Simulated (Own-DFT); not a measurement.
# What a defect does to the pressure of its cell: C11b WSi2

Everything here is calculated. The program is Own-DFT (plane waves, in-house, since retired, never reviewed by a person); positions were held fixed, and spin and spin-orbit coupling were off.

Common settings: PBE; PseudoDojo norm-conserving scalar-relativistic files; cutoff 50 hartree; 5 x 5 x 5 k mesh centred on Gamma; cold (Marzari-Vanderbilt) smearing of 0.2 eV.

Known weak points: forces on such cells failed a check on a denser k mesh; stress not checked against mesh or cutoff.

All runs share one cell, with vectors in Å (-2.148, -5.953, 3.409); (-6.444, 2.976, 1.136); (-2.553, -2.948, -6.757) and a volume of 403.2 Å³. The atoms are randomly displaced, by u rms on each axis. The defect's site can differ from row to row.

| cell | formula | u (Å) | P (GPa) |
|---|---|---|---|
| no defect | Si20W10 | 0.0181 | 4.47 |
| no defect | Si20W10 | 0.0466 | 5.80 |
| no defect | Si20W10 | 0.0477 | 5.62 |
| one Si vacancy | Si19W10 | 0.0272 | 3.55 |
| one Si vacancy | Si19W10 | 0.0510 | 4.87 |
| one Si vacancy | Si19W10 | 0.0526 | 4.55 |
| one Si on a W site | Si21W9 | 0.0284 | 6.29 |
| one Si on a W site | Si21W9 | 0.0475 | 7.64 |
| one Si on a W site | Si21W9 | 0.0497 | 7.33 |
| one W vacancy | Si20W9 | 0.0278 | 3.24 |
| one W vacancy | Si20W9 | 0.0338 | 3.91 |
| one W vacancy | Si20W9 | 0.0516 | 5.53 |
| one W vacancy | Si20W9 | 0.0532 | ? |
| one W on a Si site | Si19W11 | 0.0288 | 9.66 |
| one W on a Si site | Si19W11 | 0.0352 | 9.96 |
| one W on a Si site | Si19W11 | 0.0540 | 11.36 |

## What the rows give

P = P0 + c u² + a shift for each defect gives P0 = 4.06 GPa, c = 779 ± 85 GPa/Å² and a scatter of 0.28 GPa. The shifts, and each times the cell's volume:

- one W on a Si site: 4.97 ± 0.23 GPa, 12.5 eV
- one Si on a W site: 1.59 ± 0.23 GPa, 4.0 eV
- one W vacancy: -1.02 ± 0.23 GPa, -2.6 eV
- one Si vacancy: -1.32 ± 0.23 GPa, -3.3 eV

Against the defect-free cell, a freed cell would be larger where the shift is positive and smaller where it is negative (160.2 GPa Å³ is 1 eV). The atoms around the defects weren't relaxed, which would change these numbers.

## Check

The question: what pressure belongs in the blank (one W vacancy, u = 0.0532 Å)?

The fit gives 5.24 ± 0.34 GPa. DFT gave 4.87 GPa.
